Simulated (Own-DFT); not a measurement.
# Computed records: Si3N4 (beta silicon nitride, strained, atoms displaced)

All values are calculated (Own-DFT development build). A calculation, not a measurement: plane-wave PBEsol density functional theory by an unreviewed code, no spin, of a simulated periodic cell, stress positive in tension, free energy of the whole cell less one offset for each atom, forces on such cells passed a denser k mesh, this cell's mesh not checked; offsets are fitted by least squares, one for each functional and potential file, so energies compare only between cells with the same atoms and settings and are not formation energies; the far tail of each file's local potential was reset to the Coulomb form; each entry is a single point on an unrelaxed cell, so the pressure reflects the starting lattice, mostly measured values (interpolated for alloys), from which strain is counted, and rises with the displacements; printed positions are rounded, which can move forces by about a meV/angstrom; the program, named Own-DFT, is a retired in-house code; no spin-orbit coupling.

Settings shared by all entries: functional PBEsol; potential files PseudoDojo norm-conserving, scalar-relativistic, made for PBE, standard set; wave cutoff 42 hartree; occupations Fermi-Dirac; smearing width 0.1 eV; k mesh 3 x 3 x 3 centred on Gamma.

(1) 
```xyz
42
Lattice="7.7497 -0.0027 0.0901 -3.8772 6.5217 -0.0386 0.1034 0.0086 8.8545" Properties=species:S:1:pos:R:3:force_x:R:1:force_y:R:1:force_z:R:1 formula=Si3N4 hardware=one_NVIDIA_H100 free_energy_of_cell_above_offsets=-1.571 pressure=-0.2 stress_xx=6.82 stress_yy=-9.15 stress_zz=2.93 stress_yz=0.33 stress_xz=3.63 stress_xy=-0.17 wall_time=98.9
Si    -1.6746     5.0383     0.7027       1.31     -0.689      1.343
Si     0.1370     2.7128     0.7075      2.097     -1.112      1.677
Si     1.4473     5.4261     0.7744     -2.292     -1.618      0.395
Si     5.5293     1.4653     2.3422     -0.234       4.76     -0.633
Si     3.6219     3.8156     2.2009      0.089      5.622      1.298
Si     2.4780     1.1200     2.2924     -0.505      1.265     -3.776
N      2.3971     0.2216     0.6800       0.08      0.087      2.828
N      6.3773     2.0033     0.9177      -1.95     -1.608     -2.129
N      2.7123     4.3145     0.7547      2.275     -0.232      0.404
N      1.5610     6.3527     2.2553     -0.737     -1.995     -0.153
N     -2.4844     4.5052     2.2016      0.479        1.1      -0.36
N      1.0846     2.2201     2.2234      0.409     -1.388     -0.402
N     -0.0126     4.3587     0.7405     -0.117      2.942      0.356
N      3.8025     2.2644     2.1750       2.54     -7.841       1.27
Si    -1.5448     5.0219     3.6653       -0.7     -3.962      -0.38
Si     0.3332     2.5336     3.7070     -2.696      3.692     -1.958
Si     1.5329     5.3865     3.6782     -1.742     -1.416      2.467
Si     5.6172     1.5076     5.1834     -1.515      1.518      2.948
Si     3.7337     3.9694     5.2851     -0.553     -1.771     -1.729
Si     2.4825     1.1994     5.1465      2.135      0.087      2.016
N      2.4967     0.1584     3.7118      0.042      2.685      0.873
N      6.4168     2.0102     3.8228     -0.236     -0.918     -2.474
N      2.9112     4.3607     3.7556     -0.124       0.28     -0.065
N      1.5310     6.3583     5.2381       0.03      -1.68     -0.872
N     -2.4208     4.4917     5.1269      2.152      2.393       0.82
N      1.0263     2.2210     5.1709      3.784     -2.836       0.35
N      0.0498     4.3207     3.7271      1.068      0.899     -0.354
N      3.9812     2.2223     5.3338     -1.398     -1.415      -1.26
Si    -1.5786     5.0831     6.6127      1.079      -4.07       0.33
Si     0.3472     2.5409     6.6616     -1.607       4.25      1.086
Si     1.4838     5.4052     6.7229     -0.556     -1.552     -0.746
Si     5.6457     1.4600     8.1139     -1.037      2.818      2.001
Si     3.7953     3.8956     8.1931     -0.656     -1.344        0.1
Si     2.4807     1.1462     8.0832       2.04      2.555      4.068
N      2.4803     0.1888     6.7921     -0.308      1.522      -5.73
N      6.4979     2.0186     6.6760     -2.025     -1.888      0.454
N      2.9299     4.3374     6.7328      -1.06      1.446      0.483
N      1.4887     6.3182     8.1960      0.825      0.415     -1.116
N     -2.3785     4.6033     8.1308     -0.904     -0.398     -1.322
N      1.0859     2.1618     8.1474      0.462     -0.526     -0.498
N      0.0740     4.3732     6.7343     -0.031     -0.454      -0.72
N      3.9862     2.1409     8.2329      0.088      0.375     -0.888
```

Units: free_energy_of_cell_above_offsets in eV; pressure, stress_xx, stress_yy, stress_zz, stress_yz, stress_xz, stress_xy in GPa; wall_time in s; force_x, force_y, force_z in eV/Å.

(2) 
```xyz
42
Lattice="7.6385 -0.0657 -0.0040 -3.8762 6.6789 0.0255 -0.0046 0.0312 8.6315" Properties=species:S:1:pos:R:3:force_x:R:1:force_y:R:1:force_z:R:1 formula=Si3N4 hardware=one_NVIDIA_H100 free_energy_of_cell_above_offsets=-0.587 pressure=5.6 stress_xx=-2.03 stress_yy=0.13 stress_zz=-14.89 stress_yz=0.06 stress_xz=-1.46 stress_xy=-1.41 wall_time=99.3
Si    -1.6853     5.2091     0.7563      3.018     -2.891     -3.654
Si     0.1702     2.5972     0.8018      1.738      4.188     -0.841
Si     1.3443     5.5469     0.7572     -0.698     -3.257      1.293
Si     5.4302     1.5193     2.0695      -2.44     -0.965      3.415
Si     3.5532     3.9059     2.0789      0.253     -1.333      4.305
Si     2.4111     1.0653     2.0028      0.686      4.545      10.29
N      2.4817     0.2620     0.7146     -0.685     -6.882     -3.609
N      6.2811     1.9069     0.6804     -0.147     -0.129      1.648
N      2.7293     4.4242     0.7741     -0.637      1.037     -2.611
N      1.2808     6.4526     2.2179      0.737      2.242     -3.468
N     -2.4298     4.6792     2.1103     -3.326     -1.165      0.467
N      1.0798     2.1561     2.1692     -0.991     -0.617      0.054
N      0.0055     4.3974     0.7248     -1.347      0.666        0.1
N      3.7677     2.1197     2.2258      1.242      1.672     -1.118
Si    -1.7439     5.1477     3.5388      3.529     -0.892      3.851
Si     0.2171     2.6654     3.5944     -2.251       2.53     -0.321
Si     1.3877     5.5618     3.5734     -1.716     -3.351      3.164
Si     5.3310     1.5655     4.9948     -0.115     -2.542       2.28
Si     3.5414     3.8448     5.0453      0.052      2.745      0.057
Si     2.3782     1.1927     4.9532     -1.121     -0.689      3.172
N      2.3570     0.1581     3.6679     -0.399      0.292     -4.264
N      6.1763     1.8544     3.6077      2.835      1.886     -2.878
N      2.7040     4.4329     3.6273      1.751     -0.714     -1.627
N      1.2924     6.4531     5.0137      0.035      0.496      2.354
N     -2.4949     4.6813     5.0472     -0.453     -0.797     -0.296
N      0.9379     2.2753     5.0457      2.689      -1.66      0.748
N     -0.0340     4.4385     3.5886      -0.83     -0.261     -0.313
N      3.7267     2.1724     5.1198      0.968      0.617     -0.796
Si    -1.5544     5.1040     6.4803     -7.549      3.036       -0.4
Si     0.2598     2.7576     6.5309     -2.845     -0.458     -0.716
Si     1.2505     5.4766     6.5915      1.908      0.745     -3.378
Si     5.4612     1.5412     7.9438     -3.025     -0.424     -3.838
Si     3.5688     3.8977     7.9442     -1.104      0.309     -0.656
Si     2.3253     1.1426     7.9763      2.719      2.124     -5.361
N      2.4413     0.2258     6.4799      -0.88     -0.835      0.372
N      6.2467     1.9003     6.4430      1.041      0.989      0.823
N      2.7781     4.4620     6.4880     -2.085      0.319       0.95
N      1.3255     6.4692     7.9877      0.301      1.261     -0.713
N     -2.4797     4.5394     7.9268      2.093      2.581      0.839
N      0.9860     2.1920     7.9873     -0.009     -0.106     -0.417
N     -0.1533     4.4645     6.5363       7.22     -3.024      0.371
N      3.7912     2.2077     7.9246     -0.164     -1.289      0.719
```

Units: free_energy_of_cell_above_offsets in eV; pressure, stress_xx, stress_yy, stress_zz, stress_yz, stress_xz, stress_xy in GPa; wall_time in s; force_x, force_y, force_z in eV/Å.

(3) 
```xyz
42
Lattice="7.6454 0.0112 -0.0195 -3.8130 6.6395 -0.0731 -0.0224 -0.1097 8.5922" Properties=species:S:1:pos:R:3:force_x:R:1:force_y:R:1:force_z:R:1 formula=Si3N4 hardware=one_NVIDIA_H100 free_energy_of_cell_above_offsets=-1.581 pressure=6.48 stress_xx=-1.82 stress_yy=-0.53 stress_zz=-17.07 stress_yz=-4.36 stress_xz=1.12 stress_xy=2.39 wall_time=98
Si    -1.6679     5.1303     0.6160      3.434     -2.664      1.929
Si     0.2388     2.6852     0.6870     -0.968      1.905     -0.011
Si     1.3711     5.4715     0.6501      0.925     -0.975     -2.342
Si     5.4372     1.5084     2.0789     -0.261      1.003        0.4
Si     3.5685     3.9584     2.1091      2.817     -1.312     -3.332
Si     2.4216     1.2003     2.1384      2.092     -0.474     -1.328
N      2.4205     0.0923     0.7997     -0.031      5.382     -2.179
N      6.2732     2.0021     0.6232      1.629      0.497      2.819
N      2.7262     4.3142     0.6273      1.068      1.278      -0.68
N      1.4823     6.3993     2.0290      0.266      2.253      1.565
N     -2.3912     4.6094     2.0626     -2.076     -0.351       1.12
N      1.1206     2.2956     2.1140     -0.324     -1.441     -0.892
N      0.1009     4.3997     0.6543     -3.682     -0.219      0.107
N      3.8581     2.2326     2.1445     -0.537     -1.268      -0.52
Si    -1.5753     5.0525     3.5432      0.161      0.281     -2.331
Si     0.2533     2.5566     3.5056     -1.929      3.627          2
Si     1.4197     5.5129     3.4635     -1.453     -2.809      1.758
Si     5.3518     1.4679     4.9405      1.851     -0.192      1.809
Si     3.5390     3.8774     4.9667      2.533     -1.528     -3.431
Si     2.4093     1.0255     4.9036      0.988      4.138      5.204
N      2.3813     0.2446     3.5349     -0.347     -4.148     -2.211
N      6.2516     2.0257     3.5872      0.299     -1.293     -1.835
N      2.7433     4.2916     3.4675     -1.635      2.387      3.004
N      1.3754     6.3833     5.0057      0.312     -0.261      -2.78
N     -2.4478     4.6235     4.9291     -2.252     -0.683     -0.183
N      1.0302     2.2013     4.9947      2.292     -2.298     -1.479
N     -0.0213     4.3783     3.5312      1.873      0.239     -0.055
N      3.8523     2.1509     4.9478     -3.485      0.633      -0.02
Si    -1.6156     5.0545     6.3069      2.051     -1.345      2.535
Si     0.2740     2.6336     6.3943     -3.941     -0.983      0.907
Si     1.4106     5.3299     6.3484     -3.156      2.686      2.307
Si     5.4338     1.5635     7.8198     -2.625     -3.812      0.802
Si     3.6413     3.9250     7.7182     -0.974     -1.882      2.988
Si     2.4079     1.1474     7.8279      1.581     -1.667      1.182
N      2.4580     0.1069     6.4207     -0.756      0.761     -0.589
N      6.1359     1.8809     6.4221      4.718      2.091     -3.236
N      2.7909     4.4249     6.3117      0.919     -0.631      1.757
N      1.3838     6.3437     7.8366      0.391      0.546     -1.227
N     -2.3734     4.4386     7.8223     -1.123      0.903     -2.913
N      0.9822     2.1105     7.8423      1.501     -1.369     -0.307
N      0.0055     4.2730     6.4114     -0.517      2.513     -0.512
N      3.8303     2.1617     7.7837     -1.631      0.482        0.2
```

Units: free_energy_of_cell_above_offsets in eV; pressure, stress_xx, stress_yy, stress_zz, stress_yz, stress_xz, stress_xy in GPa; wall_time in s; force_x, force_y, force_z in eV/Å.

(4) 
```xyz
42
Lattice="7.7156 -0.0038 0.0036 -3.8611 6.6226 0.0819 0.0041 0.1109 8.7441" Properties=species:S:1:pos:R:3:force_x:R:1:force_y:R:1:force_z:R:1 formula=Si3N4 free_energy_of_cell_above_offsets=-2.699 pressure=0.39 stress_xx=6.65 stress_yy=-2.14 stress_zz=-5.68 stress_yz=0.9 stress_xz=0.66 stress_xy=1.7
Si    -1.6002     5.0263     0.8088      0.407      0.856      0.457
Si     0.2379     2.7135     0.7672     -0.041      -4.81     -1.312
Si     1.4615     5.4619     0.8232     -1.734     -0.415      0.463
Si     5.4402     1.6141     2.1936      1.328     -1.741     -0.022
Si     3.6305     3.9353     2.2150        0.7     -0.452      2.589
Si     2.4640     1.1697     2.1980     -0.145      0.949      0.263
N      2.4422     0.2243     0.8133     -0.196     -2.582     -2.149
N      6.3430     1.9744     0.7520     -0.019     -0.265     -0.441
N      2.8583     4.3969     0.7895     -2.441       1.91      0.672
N      1.4203     6.4262     2.2914     -0.059      0.325     -0.703
N     -2.4718     4.6239     2.2382      0.303      0.153      1.669
N      1.0528     2.2206     2.1872       0.68     -0.301      1.284
N     -0.0022     4.2719     0.7594      0.355      7.084      0.248
N      3.8658     2.1838     2.1111     -1.372      1.421       1.01
Si    -1.5915     5.1050     3.8205     -0.058      0.097     -4.232
Si     0.2628     2.7421     3.6869     -2.181     -0.166     -2.443
Si     1.3618     5.4993     3.7759      1.422      1.001     -1.412
Si     5.5377     1.6273     5.1599      -2.07      0.385     -2.159
Si     3.6117     4.0214     5.1769      2.231     -1.836     -3.689
Si     2.4254     1.1617     5.0950      1.051      3.426       1.08
N      2.3553     0.2580     3.6711      0.459     -1.284      0.071
N      6.2998     2.0273     3.6272      1.454      0.892      0.873
N      2.7554     4.4683     3.7302      1.054     -0.591     -1.168
N      1.4882     6.5278     5.1649     -0.809     -0.794      0.544
N     -2.4842     4.7199     5.1429      0.393      0.329      2.765
N      0.9377     2.2681     5.1235       3.36     -2.575      0.499
N      0.0294     4.4658     3.6997       -1.5     -0.169      0.352
N      3.8756     2.3144     5.1089     -0.837     -1.988     -0.026
Si    -1.5581     5.2585     6.6199     -0.954      -4.41      0.816
Si     0.2872     2.7419     6.5927     -3.348      0.244     -0.366
Si     1.4204     5.5410     6.5889      0.814     -0.598      0.611
Si     5.4780     1.5777     8.0545     -0.975      2.941      0.008
Si     3.6109     4.0432     8.1472      2.323     -1.112       -4.1
Si     2.4442     1.1582     8.0075      0.555      5.148       4.94
N      2.4841     0.2951     6.6734     -0.086     -1.307     -5.256
N      6.2673     2.0811     6.5824      2.356      0.618      1.354
N      2.9115     4.5164     6.5035     -3.445      2.358      6.247
N      1.4171     6.5268     8.0894      0.077     -2.377     -0.202
N     -2.4474     4.7471     8.1094     -0.319      0.238     -1.107
N      1.0583     2.3203     7.9792       1.37     -1.744      2.519
N      0.0589     4.4274     6.5994     -1.015      3.002     -0.128
N      3.8063     2.3347     8.0895      0.913      -1.86     -0.418
```

Units: free_energy_of_cell_above_offsets in eV; pressure, stress_xx, stress_yy, stress_zz, stress_yz, stress_xz, stress_xy in GPa; force_x, force_y, force_z in eV/Å.

(5) 
```xyz
42
Lattice="7.5209 -0.0043 0.0888 -3.7641 6.5795 0.0579 0.1019 0.1356 8.8059" Properties=species:S:1:pos:R:3:force_x:R:1:force_y:R:1:force_z:R:1 formula=Si3N4 free_energy_of_cell_above_offsets=-2.074 pressure=6.55 stress_xx=-12.23 stress_yy=-4.29 stress_zz=-3.14 stress_yz=4.18 stress_xz=4.36 stress_xy=-1.69
Si    -1.5736     5.0240     0.8235      0.982       1.34     -2.976
Si     0.2336     2.6232     0.7217     -2.192      1.941      2.063
Si     1.3081     5.4245     0.9195       1.83      0.892     -4.312
Si     5.3807     1.4905     2.3389     -1.331      1.587     -2.577
Si     3.4953     3.9518     2.2952      2.955     -1.434      0.131
Si     2.3901     1.1529     2.2682      1.207      1.211      -3.52
N      2.3682     0.2075     0.7254     -0.568     -0.324       1.03
N      6.0999     1.9927     0.7627       1.82      0.544      2.274
N      2.7752     4.3670     0.8338     -1.457      1.384     -0.581
N      1.3097     6.4224     2.2380      1.122     -0.997      3.835
N     -2.2863     4.6611     2.2551     -3.443     -1.957       0.72
N      1.0040     2.1999     2.2462      0.289     -0.429     -1.534
N      0.0372     4.3967     0.6928     -1.944     -2.328      0.854
N      3.7960     2.2113     2.2845     -0.686      0.671      0.324
Si    -1.4820     5.1275     3.6442      0.034     -0.164      2.754
Si     0.2193     2.6843     3.6368      1.336      1.827      2.158
Si     1.4278     5.4081     3.8303      0.616      3.614     -0.824
Si     5.4495     1.6445     5.2269       0.01     -1.762      1.665
Si     3.6693     3.9443     5.2616      0.765      0.519     -1.307
Si     2.4624     1.2378     5.2801     -0.002     -0.246     -4.386
N      2.3962     0.2330     3.5945     -0.044       0.04      4.733
N      6.1787     2.0493     3.7602       0.51     -0.253     -0.495
N      2.8428     4.4867     3.7848      0.586     -0.379      0.447
N      1.3839     6.4830     5.2580      0.698      0.416     -2.165
N     -2.2585     4.7310     5.2562     -1.697     -1.182     -3.055
N      1.0712     2.2740     5.1788      0.201     -0.663     -1.089
N      0.1173     4.4569     3.6845     -2.354     -2.639     -0.054
N      3.8801     2.2032     5.1899      -1.76      2.135      0.419
Si    -1.5392     5.2126     6.6867      2.322     -1.611      0.473
Si     0.3266     2.6994     6.6555     -1.244      2.699      0.442
Si     1.4614     5.5186     6.6192     -2.836      1.207      3.972
Si     5.3960     1.7177     8.1388     -1.155     -2.976       1.15
Si     3.6762     4.0824     8.1131     -5.143     -2.533      0.534
Si     2.4927     1.3239     8.1148     -0.644      -2.79      0.409
N      2.3737     0.3193     6.6378     -0.013      0.296      2.086
N      6.2107     2.1191     6.7525      1.218     -0.076       -2.8
N      2.7941     4.5412     6.5805      2.379     -1.608      2.334
N      1.3523     6.5467     8.1770      1.269     -1.175     -0.448
N     -2.3879     4.6935     8.0970      4.654      2.341      1.176
N      1.1240     2.3340     8.1630      0.653     -0.947     -2.881
N      0.0790     4.4549     6.6941     -0.253      0.315     -0.392
N      3.7985     2.2949     8.1376      1.308      3.498     -0.589
```

Units: free_energy_of_cell_above_offsets in eV; pressure, stress_xx, stress_yy, stress_zz, stress_yz, stress_xz, stress_xy in GPa; force_x, force_y, force_z in eV/Å.
